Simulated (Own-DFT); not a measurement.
# Computed records: Hf₃₆O₇₁ (tetragonal hafnia with one neutral oxygen vacancy, atoms displaced)

A calculation, not a measurement: plane-wave PBE and HSE06 DFT by an unreviewed code, no spin, of a simulated cell at Gamma alone, so results move with cell size and shape, stress positive in tension, energies less offsets, not probed for a lower state with spin; hafnium file: forces about 75 meV/angstrom off all-electron values; oxygen file: force components 24 meV/angstrom off all-electron in a glass; k mesh not checked against a denser one; forces and stress are PBE's, HSE06 gives the energy alone, and its difference from PBE has offsets of its own; offsets are fitted by least squares, one for each functional and potential file, so energies compare only between cells with the same atoms and settings and are not formation energies; the far tail of each file's local potential was reset to the Coulomb form; each entry is a single point on an unrelaxed cell, so the pressure reflects the starting lattice, taken from the Materials Project, from which strain is counted, and rises with the displacements; printed positions are rounded, which can move forces by about a meV/angstrom; the program is a retired in-house code; no spin-orbit coupling. Program: Own-DFT development build.

Settings shared by all entries: first functional PBE; second functional HSE06; exact exchange share 0.25; screening 0.11 1/bohr; exchange divergence Gygi-Baldereschi; potential files PseudoDojo norm-conserving, scalar-relativistic, made for PBE, standard set; wave cutoff 48 hartree; occupations fixed; k mesh 1 x 1 x 1 centred on Gamma.

(1) 
```cif
# cell vector a (Å): 10.7800 0.0000 0.0000
# cell vector b (Å): 0.0000 10.7800 0.0000
# cell vector c (Å): 0.0000 0.0000 10.4493
data_Hf36O71
_symmetry_space_group_name_H-M 'P 1'
_symmetry_Int_Tables_number 1
_cell_length_a 10.7800
_cell_length_b 10.7800
_cell_length_c 10.4493
_cell_angle_alpha 90.000
_cell_angle_beta 90.000
_cell_angle_gamma 90.000
_cell_volume 1214.30
loop_
_atom_site_label
_atom_site_type_symbol
_atom_site_fract_x
_atom_site_fract_y
_atom_site_fract_z
_atom_site_occupancy
Hf1 Hf 0.00116 0.99969 0.99593 1
Hf2 Hf 0.16610 0.16423 0.24725 1
O1 O 0.99876 0.16668 0.15006 1
O2 O 0.16269 0.99499 0.34850 1
O3 O 0.99921 0.16490 0.40375 1
O4 O 0.16308 0.99801 0.09875 1
Hf3 Hf 0.99751 0.00066 0.50544 1
Hf4 Hf 0.17214 0.16737 0.75083 1
O5 O 0.00009 0.16736 0.65274 1
O6 O 0.16658 0.00088 0.85001 1
O7 O 0.99798 0.16673 0.90417 1
O8 O 0.16488 0.00024 0.59773 1
Hf5 Hf 0.00142 0.33417 0.00058 1
Hf6 Hf 0.17419 0.49633 0.25202 1
O9 O 0.00101 0.50248 0.15245 1
O10 O 0.17312 0.33228 0.34609 1
O11 O 0.99731 0.49578 0.40403 1
O12 O 0.16758 0.33832 0.09693 1
Hf7 Hf 0.00301 0.33354 0.49864 1
Hf8 Hf 0.16482 0.50001 0.74773 1
O13 O 0.99840 0.49929 0.65601 1
O14 O 0.16852 0.33128 0.84517 1
O15 O 0.00056 0.50673 0.90413 1
O16 O 0.16955 0.33129 0.60169 1
Hf9 Hf 0.00205 0.66371 0.00033 1
Hf10 Hf 0.17039 0.83519 0.24761 1
O17 O 0.99840 0.83534 0.15288 1
O18 O 0.16615 0.66804 0.34285 1
O19 O 0.00189 0.82956 0.40541 1
O20 O 0.16831 0.66672 0.09242 1
Hf11 Hf 0.99872 0.67172 0.50390 1
Hf12 Hf 0.16535 0.83073 0.75083 1
O21 O 0.99819 0.83445 0.64975 1
O22 O 0.16521 0.67590 0.85059 1
O23 O 0.99626 0.83465 0.89978 1
Hf13 Hf 0.33812 0.00030 0.99925 1
Hf14 Hf 0.49942 0.17361 0.25092 1
O24 O 0.33214 0.16618 0.15500 1
O25 O 0.49785 0.00067 0.35204 1
O26 O 0.33263 0.16821 0.40165 1
O27 O 0.49281 0.99609 0.09272 1
Hf15 Hf 0.33327 0.00093 0.49900 1
Hf16 Hf 0.49730 0.16320 0.74696 1
O28 O 0.33818 0.16480 0.65092 1
O29 O 0.49912 0.99603 0.84512 1
O30 O 0.33188 0.16423 0.90134 1
O31 O 0.50593 0.00091 0.60276 1
Hf17 Hf 0.33160 0.33537 0.00295 1
Hf18 Hf 0.50481 0.50556 0.24234 1
O32 O 0.33567 0.50071 0.15347 1
O33 O 0.50350 0.32954 0.34335 1
O34 O 0.33355 0.50135 0.40521 1
O35 O 0.49767 0.33506 0.10060 1
Hf19 Hf 0.33410 0.33387 0.49995 1
Hf20 Hf 0.50340 0.49984 0.75016 1
O36 O 0.33135 0.50212 0.65520 1
O37 O 0.50083 0.33532 0.84496 1
O38 O 0.33167 0.49205 0.90099 1
O39 O 0.50171 0.33302 0.59774 1
Hf21 Hf 0.32969 0.66972 0.99974 1
Hf22 Hf 0.49923 0.83349 0.24854 1
O40 O 0.33747 0.83461 0.15157 1
O41 O 0.49823 0.66774 0.34594 1
O42 O 0.33436 0.83451 0.40567 1
O43 O 0.49865 0.66666 0.09637 1
Hf23 Hf 0.33465 0.66691 0.49890 1
Hf24 Hf 0.50500 0.83532 0.75277 1
O44 O 0.33650 0.83254 0.65307 1
O45 O 0.50161 0.66987 0.85057 1
O46 O 0.33814 0.83086 0.90617 1
O47 O 0.49659 0.66172 0.59965 1
Hf25 Hf 0.66524 0.00315 0.00245 1
Hf26 Hf 0.83722 0.16875 0.24605 1
O48 O 0.66317 0.16635 0.14881 1
O49 O 0.83647 0.00003 0.34570 1
O50 O 0.66645 0.16681 0.40118 1
O51 O 0.83467 0.00242 0.09901 1
Hf27 Hf 0.66809 0.99797 0.50105 1
Hf28 Hf 0.83151 0.16564 0.74859 1
O52 O 0.66578 0.16657 0.65603 1
O53 O 0.83668 0.99883 0.85269 1
O54 O 0.66346 0.16729 0.90565 1
O55 O 0.83246 0.00293 0.59754 1
Hf29 Hf 0.66776 0.33158 0.99973 1
Hf30 Hf 0.83218 0.50042 0.24961 1
O56 O 0.66448 0.49552 0.15043 1
O57 O 0.83390 0.33494 0.35125 1
O58 O 0.66293 0.49862 0.40307 1
O59 O 0.83055 0.33191 0.09677 1
Hf31 Hf 0.66657 0.33286 0.49625 1
Hf32 Hf 0.83151 0.49982 0.74730 1
O60 O 0.66459 0.49964 0.65064 1
O61 O 0.82806 0.33312 0.84226 1
O62 O 0.66703 0.49799 0.90236 1
O63 O 0.83512 0.33143 0.60127 1
Hf33 Hf 0.67411 0.67213 0.00345 1
Hf34 Hf 0.82948 0.83079 0.25104 1
O64 O 0.66297 0.83795 0.14985 1
O65 O 0.83105 0.66914 0.35111 1
O66 O 0.66314 0.83186 0.39992 1
O67 O 0.83288 0.66548 0.09378 1
Hf35 Hf 0.66504 0.66884 0.49980 1
Hf36 Hf 0.83079 0.83779 0.75222 1
O68 O 0.66572 0.83308 0.64919 1
O69 O 0.83328 0.66609 0.84385 1
O70 O 0.66728 0.83207 0.90112 1
O71 O 0.83635 0.66928 0.59812 1
_calc_PBE_energy_of_cell_above_offsets '-100.851'  # eV
_calc_HSE06_less_PBE_above_offsets '-0.152'  # eV
_calc_PBE_pressure 1.07  # GPa
_calc_PBE_stress_xx -1.1  # GPa
_calc_PBE_stress_yy -0.35  # GPa
_calc_PBE_stress_zz -1.76  # GPa
_calc_PBE_stress_yz 0.33  # GPa
_calc_PBE_stress_xz -0.03  # GPa
_calc_PBE_stress_xy 0  # GPa
```

Force:
```
element  x (eV/Å)  y (eV/Å)  z (eV/Å)
     Hf    -0.238      -0.4     0.442
     Hf     0.034    -0.731     0.636
      O     0.716     0.631      0.11
      O     0.462     1.074     -0.13
      O     0.171     0.553    -0.402
      O     0.974     0.216     0.019
     Hf       0.8    -0.342    -0.894
     Hf    -0.718    -0.549    -0.233
      O     0.176    -0.279     0.304
      O    -0.089    -0.248    -0.379
      O      0.04     0.692    -0.045
      O     0.565     0.227     -0.03
     Hf    -0.272     0.002    -0.465
     Hf    -0.872     0.884     0.071
      O    -0.216    -0.164     0.286
      O    -0.374    -0.233      0.19
      O     0.223     0.969     0.018
      O    -0.562    -0.239     0.259
     Hf    -0.679    -0.363       0.7
     Hf     0.606     0.138     0.458
      O     0.616     0.172    -0.355
      O    -0.606     0.271     0.526
      O     0.163    -1.792     -0.31
      O    -0.107     0.124    -0.553
     Hf     0.049      1.39     0.015
     Hf    -0.982    -0.178     0.077
      O    -0.065    -0.463     0.294
      O     0.291    -0.542     0.332
      O     -0.36     0.696    -0.069
      O    -0.309     0.068     0.665
     Hf      0.85    -0.642    -0.365
     Hf     0.321     1.326    -0.688
      O     0.217    -0.257     0.433
      O     0.201     -1.88    -0.597
      O     0.074     -0.46      0.14
     Hf     -1.91    -0.349    -0.491
     Hf     0.099    -1.356    -0.082
      O    -0.158     0.001    -0.349
      O     0.074      0.05    -0.672
      O    -0.149    -0.264     0.215
      O     1.973      0.29     0.757
     Hf      0.29    -0.221     0.362
     Hf     0.912     0.756     0.699
      O    -0.932    -0.063    -0.326
      O     0.077      1.02     0.763
      O     0.291     0.596     0.077
      O    -0.778     0.014    -0.614
     Hf     0.848    -0.408     -0.85
     Hf    -0.679     -0.55     0.895
      O    -0.224    -0.073    -0.115
      O    -0.213     1.688     0.751
      O    -0.103    -0.427    -0.315
      O     0.163     -0.22    -0.477
     Hf     0.172     0.114     0.229
     Hf    -0.506     0.525     0.553
      O    -0.182     0.198    -0.289
      O    -0.028    -0.881     0.139
      O    -0.297     1.705     0.413
      O    -0.413     0.044    -0.514
     Hf     1.287    -0.842     -0.69
     Hf    -0.125      0.47     0.621
      O    -0.921    -0.294     0.149
      O     0.181    -0.003     0.096
      O    -0.075    -0.176    -0.431
      O     0.658    -0.187     0.402
     Hf    -0.594     0.258     0.753
     Hf    -1.025    -1.235    -0.353
      O    -0.586     -0.11     0.269
      O    -0.044    -0.754    -0.498
      O    -0.338      0.82    -0.306
      O     0.819      0.24    -0.626
     Hf     0.435    -0.091     0.138
     Hf    -0.914    -0.643     0.632
      O     0.377    -0.218     0.406
      O    -0.291    -0.287       0.1
      O     0.162    -0.381     0.231
      O    -0.584     0.076    -0.291
     Hf    -0.688     0.596    -0.659
     Hf     0.538     0.571     0.082
      O     0.144    -0.069    -0.325
      O    -0.632     0.535    -0.585
      O     0.141    -0.629     -0.37
      O    -0.281    -0.239     0.566
     Hf    -0.941      0.49     -0.58
     Hf     0.633    -0.163     0.597
      O     1.184     0.408     0.022
      O    -0.136    -0.136      -0.8
      O     0.135     0.639    -0.403
      O     0.946     0.117     0.236
     Hf     0.377    -0.196     0.724
     Hf    -0.595    -0.081     0.186
      O     0.761     0.186    -0.184
      O     0.416    -0.025       0.8
      O     0.123     0.757     0.316
      O    -0.204      0.11    -0.878
     Hf    -2.101    -1.042    -1.706
     Hf     1.071     1.162    -0.128
      O      0.67     -0.35    -0.012
      O    -0.253    -0.839    -0.643
      O     0.274     0.373     0.082
      O     0.482     0.048     1.199
     Hf     0.013    -0.644     0.494
     Hf     0.565    -1.023     0.082
      O     0.524    -0.095    -0.087
      O    -0.269     0.433     0.303
      O     0.328     0.813     0.027
      O    -1.073     -0.22     -0.18
```

(2) 
```cif
# cell vector a (Å): 10.7800 0.0000 0.0000
# cell vector b (Å): 0.0000 10.7800 0.0000
# cell vector c (Å): 0.0000 0.0000 10.4493
data_Hf36O71
_symmetry_space_group_name_H-M 'P 1'
_symmetry_Int_Tables_number 1
_cell_length_a 10.7800
_cell_length_b 10.7800
_cell_length_c 10.4493
_cell_angle_alpha 90.000
_cell_angle_beta 90.000
_cell_angle_gamma 90.000
_cell_volume 1214.30
loop_
_atom_site_label
_atom_site_type_symbol
_atom_site_fract_x
_atom_site_fract_y
_atom_site_fract_z
_atom_site_occupancy
Hf1 Hf 0.99172 0.00250 0.00204 1
Hf2 Hf 0.17270 0.16486 0.24949 1
O1 O 0.17920 0.00153 0.34444 1
O2 O 0.00539 0.17583 0.39796 1
O3 O 0.15771 0.00331 0.09897 1
Hf3 Hf 0.00020 0.00035 0.49125 1
Hf4 Hf 0.17102 0.16914 0.75161 1
O4 O 0.00314 0.16649 0.64605 1
O5 O 0.16571 0.99353 0.84472 1
O6 O 0.99729 0.17102 0.90630 1
O7 O 0.16804 0.99586 0.59199 1
Hf5 Hf 0.99842 0.33454 0.99630 1
Hf6 Hf 0.17126 0.49905 0.24635 1
O8 O 0.99449 0.50069 0.14707 1
O9 O 0.16405 0.32907 0.34295 1
O10 O 0.00404 0.50452 0.40114 1
O11 O 0.16349 0.33207 0.09667 1
Hf7 Hf 0.00376 0.33212 0.50180 1
Hf8 Hf 0.16592 0.49648 0.74576 1
O12 O 0.00452 0.50387 0.65842 1
O13 O 0.15919 0.34277 0.84753 1
O14 O 0.00650 0.50098 0.90352 1
O15 O 0.16487 0.33429 0.59814 1
Hf9 Hf 0.00299 0.66207 0.00349 1
Hf10 Hf 0.16620 0.83122 0.24882 1
O16 O 0.00123 0.83242 0.15769 1
O17 O 0.17620 0.66605 0.34843 1
O18 O 0.99823 0.82942 0.40318 1
O19 O 0.17623 0.66266 0.09887 1
Hf11 Hf 0.99690 0.67790 0.50057 1
Hf12 Hf 0.16788 0.83231 0.74914 1
O20 O 0.00108 0.82610 0.65149 1
O21 O 0.16952 0.65985 0.84509 1
O22 O 0.00496 0.83398 0.90515 1
O23 O 0.16785 0.66678 0.60066 1
Hf13 Hf 0.33022 0.00311 0.00027 1
Hf14 Hf 0.50660 0.16316 0.25127 1
O24 O 0.33364 0.16401 0.15757 1
O25 O 0.49748 0.00037 0.33750 1
O26 O 0.32690 0.16411 0.39682 1
O27 O 0.48975 0.00357 0.09241 1
Hf15 Hf 0.32842 0.99946 0.50504 1
Hf16 Hf 0.49324 0.16701 0.75957 1
O28 O 0.32789 0.16215 0.65667 1
O29 O 0.50032 0.99320 0.84599 1
O30 O 0.33969 0.16582 0.90130 1
O31 O 0.50507 0.99950 0.59276 1
Hf17 Hf 0.32685 0.32966 0.00904 1
Hf18 Hf 0.49995 0.50756 0.24663 1
O32 O 0.33258 0.49917 0.15708 1
O33 O 0.49663 0.32858 0.34914 1
O34 O 0.33696 0.50169 0.39851 1
O35 O 0.49141 0.32473 0.10395 1
Hf19 Hf 0.33294 0.33647 0.49809 1
Hf20 Hf 0.49623 0.50403 0.75388 1
O36 O 0.32841 0.50795 0.65884 1
O37 O 0.50479 0.32349 0.85244 1
O38 O 0.33833 0.50323 0.90263 1
O39 O 0.49556 0.33582 0.60496 1
Hf21 Hf 0.32724 0.66444 0.99635 1
Hf22 Hf 0.50519 0.83757 0.24457 1
O40 O 0.33694 0.84207 0.14496 1
O41 O 0.49717 0.66128 0.34149 1
O42 O 0.33793 0.84120 0.40029 1
O43 O 0.50140 0.67025 0.10249 1
Hf23 Hf 0.33006 0.67181 0.49502 1
Hf24 Hf 0.49849 0.83634 0.75875 1
O44 O 0.33561 0.83636 0.64282 1
O45 O 0.50358 0.66340 0.83944 1
O46 O 0.33695 0.83213 0.90510 1
O47 O 0.49999 0.66044 0.59588 1
Hf25 Hf 0.66467 0.00117 0.00312 1
Hf26 Hf 0.84451 0.16753 0.24036 1
O48 O 0.66393 0.16699 0.15778 1
O49 O 0.83606 0.00105 0.34802 1
O50 O 0.66702 0.16957 0.39680 1
O51 O 0.84183 0.00044 0.10107 1
Hf27 Hf 0.67134 0.99479 0.49467 1
Hf28 Hf 0.83971 0.16886 0.74921 1
O52 O 0.67003 0.17067 0.65021 1
O53 O 0.82943 0.99724 0.85065 1
O54 O 0.66641 0.17668 0.90303 1
O55 O 0.82737 0.99989 0.59949 1
Hf29 Hf 0.66987 0.32527 0.99442 1
Hf30 Hf 0.84272 0.50444 0.24458 1
O56 O 0.67260 0.49641 0.15813 1
O57 O 0.83022 0.31841 0.34480 1
O58 O 0.66236 0.50094 0.40607 1
O59 O 0.83164 0.33328 0.09060 1
Hf31 Hf 0.66826 0.34058 0.49267 1
Hf32 Hf 0.83688 0.50546 0.74176 1
O60 O 0.66540 0.50418 0.65832 1
O61 O 0.82554 0.32788 0.84770 1
O62 O 0.67399 0.50142 0.90023 1
O63 O 0.84014 0.33332 0.60682 1
Hf33 Hf 0.66868 0.66880 0.99719 1
Hf34 Hf 0.83469 0.83531 0.25141 1
O64 O 0.65879 0.83350 0.15946 1
O65 O 0.83948 0.66651 0.35001 1
O66 O 0.67179 0.83237 0.38603 1
O67 O 0.83613 0.66281 0.09195 1
Hf35 Hf 0.66213 0.66410 0.50055 1
Hf36 Hf 0.83334 0.83857 0.75095 1
O68 O 0.66533 0.83200 0.64715 1
O69 O 0.82891 0.67116 0.84003 1
O70 O 0.66893 0.82831 0.90116 1
O71 O 0.82817 0.66842 0.59852 1
_calc_PBE_energy_of_cell_above_offsets '-96.352'  # eV
_calc_HSE06_less_PBE_above_offsets '0.094'  # eV
_calc_PBE_pressure 2.59  # GPa
_calc_PBE_stress_xx -2.26  # GPa
_calc_PBE_stress_yy -2.48  # GPa
_calc_PBE_stress_zz -3.04  # GPa
_calc_PBE_stress_yz -1.24  # GPa
_calc_PBE_stress_xz 1.72  # GPa
_calc_PBE_stress_xy 0  # GPa
```

Force:
```
element  x (eV/Å)  y (eV/Å)  z (eV/Å)
     Hf     2.566    -0.252    -1.182
     Hf    -0.715    -0.132     0.149
      O      -1.7    -1.305     0.265
      O    -0.256    -2.502    -0.232
      O     0.445     0.395    -0.467
     Hf    -0.227     1.264     0.983
     Hf    -1.272    -0.203     0.131
      O     0.456    -0.531     0.547
      O     0.411     1.859    -0.108
      O     0.275    -1.184    -0.345
      O    -1.989    -0.045     0.632
     Hf    -0.426     0.353     0.191
     Hf    -0.868    -0.392     1.581
      O     2.319     0.189     -0.34
      O      0.47     1.659     0.153
      O    -0.277    -0.599     0.255
      O    -0.393     -0.09     0.356
     Hf    -0.791      0.98    -0.521
     Hf      0.27     1.464     0.303
      O    -0.933     0.026    -1.251
      O     0.807     -2.84     0.453
      O    -1.033     0.495     0.094
      O     0.822    -0.127     0.138
     Hf     0.313     0.608    -1.312
     Hf     2.086     0.841    -0.117
      O     -0.07    -0.552    -0.308
      O    -0.395     0.483     -0.45
      O     0.427     2.163    -1.026
      O    -2.286     0.177     0.619
     Hf     0.146    -2.937     1.382
     Hf     0.169     -1.16    -0.337
      O    -0.314     0.653     0.036
      O     0.147     1.486     0.745
      O    -0.318    -0.623     0.207
      O    -0.305     0.589    -1.055
     Hf    -1.317    -1.359     0.694
     Hf    -1.176      1.65     0.894
      O    -0.416     0.048    -1.481
      O     0.672    -0.481     0.773
      O     0.142       0.9     1.578
      O     2.751     0.031    -0.247
     Hf     2.143     0.288    -1.377
     Hf     1.982     0.268    -2.566
      O     0.619      0.09    -0.307
      O     0.477     1.996     1.334
      O    -1.109     0.411     0.086
      O    -0.568     0.146     0.033
     Hf     2.293     0.722    -0.571
     Hf     0.812    -2.201    -0.047
      O     0.102    -0.259    -1.191
      O     0.164     1.116      0.42
      O    -0.608    -0.568     0.649
      O     0.714     0.591    -1.003
     Hf      1.33    -0.492    -0.726
     Hf     0.427    -2.006    -0.958
      O     0.907    -0.586    -1.045
      O    -0.495     2.154      0.13
      O     0.194    -1.587     0.673
      O    -0.242    -0.008    -0.841
     Hf     1.989     0.496    -0.147
     Hf    -3.414    -0.871     1.626
      O    -1.457    -0.377     0.765
      O     0.218     2.255      1.12
      O     -0.32    -1.425    -0.063
      O     -0.23    -0.674    -1.372
     Hf     0.484     0.037     0.595
     Hf     0.229    -1.532    -2.913
      O    -0.091    -0.213     1.522
      O     0.055     1.622     1.489
      O    -0.143     0.051    -0.935
      O    -0.572      0.12    -0.538
     Hf    -0.337     0.358    -0.429
     Hf    -0.628     0.284     0.734
      O      2.14    -0.871    -1.959
      O     0.748     0.079    -0.162
      O     -0.48    -0.987     0.967
      O    -2.851     -0.03     0.551
     Hf    -1.557     1.514     0.401
     Hf    -1.798     0.334    -1.133
      O    -0.186    -0.094     1.048
      O     0.009     1.096     0.608
      O    -0.067     -5.16    -0.492
      O     2.158    -0.374    -0.382
     Hf    -1.441     3.673     1.375
     Hf    -1.925    -0.942     1.505
      O    -0.517     0.391    -0.089
      O     0.314     2.948     0.147
      O     0.393     0.468    -0.572
      O     1.073    -0.803     0.898
     Hf    -0.677    -2.857     1.537
     Hf    -1.413    -0.646      1.18
      O     0.403    -0.284    -0.943
      O     0.942     1.242    -0.061
      O    -0.492    -0.074     0.903
      O     -0.19     0.616    -1.362
     Hf    -0.455    -2.091     -0.03
     Hf    -0.772    -0.639     0.399
      O     3.836     0.816    -3.015
      O    -0.125     0.189    -0.803
      O    -0.159    -0.314     1.683
      O    -0.482     0.638     0.657
     Hf    -0.156     0.771     0.475
     Hf    -0.566    -1.099    -0.954
      O    -0.024     0.071     0.543
      O     0.675    -0.207     0.681
      O    -0.384     1.802     0.501
      O     0.885    -0.378    -0.622
```
